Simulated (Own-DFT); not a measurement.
Hf$_{36}$O$_{71}$ (tetragonal hafnia with one neutral oxygen vacancy, atoms displaced) (calculated)

A calculation, not a measurement: plane-wave PBE and HSE06 DFT by an unreviewed code, no spin, of a simulated cell at Gamma alone, so results move with cell size and shape, stress positive in tension, energies less offsets, not probed for a lower state with spin; hafnium file: forces about 75 meV/angstrom off all-electron values; oxygen file: force components 24 meV/angstrom off all-electron in a glass; k mesh not checked against a denser one; forces and stress are PBE's, HSE06 gives the energy alone, and its difference from PBE has offsets of its own; offsets are fitted by least squares, one for each functional and potential file, so energies compare only between cells with the same atoms and settings and are not formation energies; the far tail of each file's local potential was reset to the Coulomb form; each entry is a single point on an unrelaxed cell, so the pressure reflects the starting lattice, taken from the Materials Project, from which strain is counted, and rises with the displacements; printed positions are rounded, which can move forces by about a meV/angstrom; the program is a retired in-house code; no spin-orbit coupling. Program: Own-DFT development build.

Entry: Hf$_{36}$O$_{71}$ (tetragonal hafnia with one neutral oxygen vacancy, atoms displaced)

```cif
# cell vector a (Å): 10.7800 0.0000 0.0000
# cell vector b (Å): 0.0000 10.7800 0.0000
# cell vector c (Å): 0.0000 0.0000 10.4493
data_Hf36O71
_symmetry_space_group_name_H-M 'P 1'
_symmetry_Int_Tables_number 1
_cell_length_a 10.7800
_cell_length_b 10.7800
_cell_length_c 10.4493
_cell_angle_alpha 90.000
_cell_angle_beta 90.000
_cell_angle_gamma 90.000
_cell_volume 1214.30
loop_
_atom_site_label
_atom_site_type_symbol
_atom_site_fract_x
_atom_site_fract_y
_atom_site_fract_z
_atom_site_occupancy
Hf1 Hf 0.00594 0.00427 0.99795 1
Hf2 Hf 0.17289 0.15847 0.24129 1
O1 O 0.00256 0.17235 0.14881 1
O2 O 0.16212 0.00354 0.35169 1
O3 O 0.99512 0.16264 0.40766 1
O4 O 0.16623 0.00794 0.09861 1
Hf3 Hf 0.99787 0.99950 0.50780 1
Hf4 Hf 0.16763 0.16158 0.75296 1
O5 O 0.00348 0.16394 0.65228 1
O6 O 0.16801 0.99476 0.85247 1
O7 O 0.99704 0.17092 0.90552 1
O8 O 0.16624 0.98917 0.59133 1
Hf5 Hf 0.00166 0.33548 0.00240 1
Hf6 Hf 0.16998 0.50309 0.25650 1
O9 O 0.99691 0.49919 0.15483 1
O10 O 0.16007 0.33604 0.34091 1
O11 O 0.00492 0.49435 0.40528 1
O12 O 0.16688 0.33019 0.10093 1
Hf7 Hf 0.00244 0.33160 0.49695 1
Hf8 Hf 0.17103 0.50055 0.75187 1
O13 O 0.99123 0.50942 0.65402 1
O14 O 0.17182 0.34032 0.85454 1
O15 O 0.99840 0.49834 0.90174 1
O16 O 0.16790 0.34132 0.59218 1
Hf9 Hf 0.00043 0.66816 0.99600 1
Hf10 Hf 0.17904 0.82560 0.25532 1
O17 O 0.00186 0.82665 0.15223 1
O18 O 0.16923 0.67296 0.35084 1
O19 O 0.00288 0.83034 0.40964 1
O20 O 0.16018 0.65854 0.10447 1
Hf11 Hf 0.00362 0.66853 0.50285 1
Hf12 Hf 0.16074 0.83021 0.75846 1
O21 O 0.99431 0.83507 0.65564 1
O22 O 0.16605 0.65934 0.84296 1
O23 O 0.99776 0.83251 0.90022 1
O24 O 0.16197 0.67108 0.59237 1
Hf13 Hf 0.33042 0.99673 0.99746 1
Hf14 Hf 0.49768 0.16383 0.24959 1
O25 O 0.32919 0.16331 0.14735 1
O26 O 0.50790 0.99869 0.34197 1
O27 O 0.33698 0.16490 0.41164 1
O28 O 0.50539 0.00592 0.10448 1
Hf15 Hf 0.32734 0.99920 0.49488 1
Hf16 Hf 0.49904 0.16790 0.74960 1
O29 O 0.34146 0.16794 0.64673 1
O30 O 0.50341 0.99909 0.84328 1
O31 O 0.34044 0.17019 0.89987 1
O32 O 0.50863 0.99498 0.60682 1
Hf17 Hf 0.33904 0.32497 0.99738 1
Hf18 Hf 0.49902 0.50591 0.24175 1
O33 O 0.32818 0.50515 0.15605 1
O34 O 0.48955 0.33896 0.35058 1
O35 O 0.32894 0.50746 0.40073 1
O36 O 0.50020 0.32899 0.09037 1
Hf19 Hf 0.33118 0.33699 0.49657 1
Hf20 Hf 0.50042 0.49076 0.74794 1
O37 O 0.33187 0.50398 0.65637 1
O38 O 0.49652 0.33560 0.85059 1
O39 O 0.33661 0.50121 0.90489 1
O40 O 0.50127 0.33852 0.59949 1
Hf21 Hf 0.33544 0.66160 0.99509 1
Hf22 Hf 0.50239 0.83696 0.25175 1
O41 O 0.32722 0.83451 0.15078 1
O42 O 0.50264 0.67016 0.35300 1
O43 O 0.32704 0.83968 0.39839 1
O44 O 0.50300 0.66969 0.10187 1
Hf23 Hf 0.33635 0.66936 0.51131 1
Hf24 Hf 0.49427 0.82939 0.74633 1
O45 O 0.32450 0.83640 0.66383 1
O46 O 0.50933 0.66528 0.84185 1
O47 O 0.34415 0.83184 0.89839 1
O48 O 0.50680 0.66196 0.59644 1
Hf25 Hf 0.66715 0.00171 0.00724 1
Hf26 Hf 0.83759 0.16572 0.25216 1
O49 O 0.66712 0.17512 0.15830 1
O50 O 0.82543 0.00143 0.34615 1
O51 O 0.66401 0.17047 0.39794 1
O52 O 0.83334 0.99579 0.10228 1
Hf27 Hf 0.66537 0.99538 0.50386 1
Hf28 Hf 0.83365 0.17373 0.74917 1
O53 O 0.65872 0.16947 0.64534 1
O54 O 0.83016 0.99822 0.84856 1
O55 O 0.66507 0.17189 0.90513 1
O56 O 0.82780 0.99906 0.59800 1
Hf29 Hf 0.66008 0.33495 0.00295 1
Hf30 Hf 0.82968 0.49552 0.25452 1
O57 O 0.67353 0.49485 0.15064 1
O58 O 0.83063 0.33560 0.34771 1
O59 O 0.66699 0.50031 0.40386 1
O60 O 0.84060 0.33744 0.10539 1
Hf31 Hf 0.66765 0.33913 0.50361 1
Hf32 Hf 0.83010 0.49855 0.74946 1
O61 O 0.83976 0.33605 0.84046 1
O62 O 0.65637 0.49528 0.90247 1
O63 O 0.82942 0.33537 0.58762 1
Hf33 Hf 0.67084 0.66726 0.00486 1
Hf34 Hf 0.83480 0.83040 0.25594 1
O64 O 0.65569 0.83892 0.15911 1
O65 O 0.83768 0.67005 0.34815 1
O66 O 0.66817 0.82529 0.39669 1
O67 O 0.83626 0.67559 0.10137 1
Hf35 Hf 0.66464 0.66690 0.50120 1
Hf36 Hf 0.83069 0.82575 0.75595 1
O68 O 0.67124 0.83061 0.65402 1
O69 O 0.83346 0.67124 0.84482 1
O70 O 0.66765 0.83429 0.90824 1
O71 O 0.83075 0.66948 0.59930 1
```

| Quantity | Value |
| --- | --- |
| first functional | PBE |
| second functional | HSE06 |
| exact exchange share | 0.25 |
| screening | 0.11 1/bohr |
| exchange divergence | Gygi-Baldereschi |
| potential files | PseudoDojo norm-conserving, scalar-relativistic, made for PBE, standard set |
| wave cutoff | 48 hartree |
| occupations | fixed |
| k mesh | 1 x 1 x 1 centred on Gamma |
| PBE energy of cell above offsets | -97.148 eV |
| HSE06 less PBE above offsets | 0.074 eV |
| PBE pressure | 2.26 GPa |
| PBE stress xx | -1.76 GPa |
| PBE stress yy | -2.1 GPa |
| PBE stress zz | -2.93 GPa |
| PBE stress yz | 1.08 GPa |
| PBE stress xz | 0.56 GPa |
| PBE stress xy | 0.01 GPa |

Force:
```tsv
element	x (eV/Å)	y (eV/Å)	z (eV/Å)
Hf	-2.54	-0.725	1.102
Hf	-2.346	1.713	1.112
O	-0.021	-0.999	0.48
O	0.727	-0.519	-0.551
O	-0.208	0.491	-0.343
O	0.479	-0.289	-0.539
Hf	-0.962	-0.704	-1.183
Hf	0.436	1.509	-0.494
O	0.361	0.121	0.78
O	0.216	1.217	0.048
O	0.737	-0.853	-1.146
O	0.228	0.862	1.662
Hf	0.129	0.997	1.427
Hf	-1.986	0.009	-0.813
O	0.338	0.178	0.275
O	0.862	-1.783	0.838
O	-0.074	1.394	0.137
O	1.015	0.087	-0.894
Hf	-0.315	0.261	-0.638
Hf	-2.016	-1.416	-0.731
O	1.497	-0.623	0.328
O	0.056	-1.797	-1.251
O	-0.004	0.687	0.136
O	-0.289	-0.383	0.979
Hf	-0.398	-0.761	2.058
Hf	-3.436	1.189	-0.314
O	0.81	0.82	0.452
O	-0.006	-1.464	0.637
O	-0.436	1.345	-0.362
O	1.519	0.659	-1.437
Hf	-2.273	-0.985	-0.63
Hf	-1.106	-0.488	-1.741
O	1.065	-0.02	0.351
O	0.325	1.841	1.197
O	0.989	0.462	0.208
O	1.908	-0.046	1.427
Hf	1.671	0.042	0.504
Hf	1.73	0.8	0.899
O	1.776	0.117	-0.249
O	-0.707	0.435	1.287
O	-0.198	0.293	-1.625
O	-2.04	0.137	-0.932
Hf	0.83	0.485	1.204
Hf	1.187	-0.836	-0.073
O	-2.211	-0.209	0.925
O	-0.513	0.161	0.822
O	-0.868	-2.023	-0.411
O	-2.085	-0.473	-1.334
Hf	-2.221	1.776	0.568
Hf	-0.051	-0.034	1.773
O	1.898	-0.065	-0.774
O	-0.125	0.009	-1.339
O	-0.017	-0.005	0.978
O	-0.836	0.435	1.656
Hf	1.095	0.098	-0.474
Hf	1.476	1.079	0.118
O	0.325	0.457	-0.737
O	-0.186	-0.846	-0.14
O	0.011	-0.393	-0.135
O	-0.887	0.897	0.271
Hf	-0.139	0.25	1.39
Hf	-0.584	-0.958	0.24
O	1.788	0.338	-1.143
O	-0.752	-0.59	-0.643
O	0.747	-1.084	0.818
O	-0.66	-0.773	-0.598
Hf	-0.549	-0.481	-1.662
Hf	1.868	1.106	0.806
O	0.95	-0.809	-1.525
O	-0.766	-0.374	0.311
O	-0.861	-0.296	0.985
O	-1.715	0.202	0.828
Hf	0.928	-0.189	-1.062
Hf	-0.629	0.39	0.108
O	-0.054	-0.204	-0.575
O	0.457	-0.632	0.436
O	-0.344	-0.27	0.871
O	0.568	0.502	-0.634
Hf	0.577	0.836	-0.997
Hf	-1.282	-1.881	-0.124
O	1.371	0.18	1.026
O	0.432	1.209	-0.164
O	0.236	-0.3	-0.203
O	0.761	0.649	0.03
Hf	2.445	-0.559	0.144
Hf	2.009	0.48	-0.27
O	-1.879	0.495	-0.194
O	0.316	-0.725	0.363
O	-0.072	0.483	0.056
O	-1.315	-0.443	-1.338
Hf	-0.968	-1.517	-1.349
Hf	-0.101	0.973	-0.648
O	-0.344	-0.352	0.451
O	0.897	0.933	-0.131
O	1.452	-0.063	1.723
Hf	-0.122	0.403	-0.855
Hf	0.414	0.691	-0.967
O	2.41	-0.355	-1.126
O	-0.025	-1.455	0.297
O	-0.257	1.259	0.925
O	-1.031	-0.223	-0.887
Hf	1.754	0.203	-0.494
Hf	-0.578	2.504	-1.262
O	-1.319	-0.136	-0.253
O	-0.263	-2.864	1.656
O	0.008	-0.306	0.495
O	-0.122	-0.566	-0.201
```
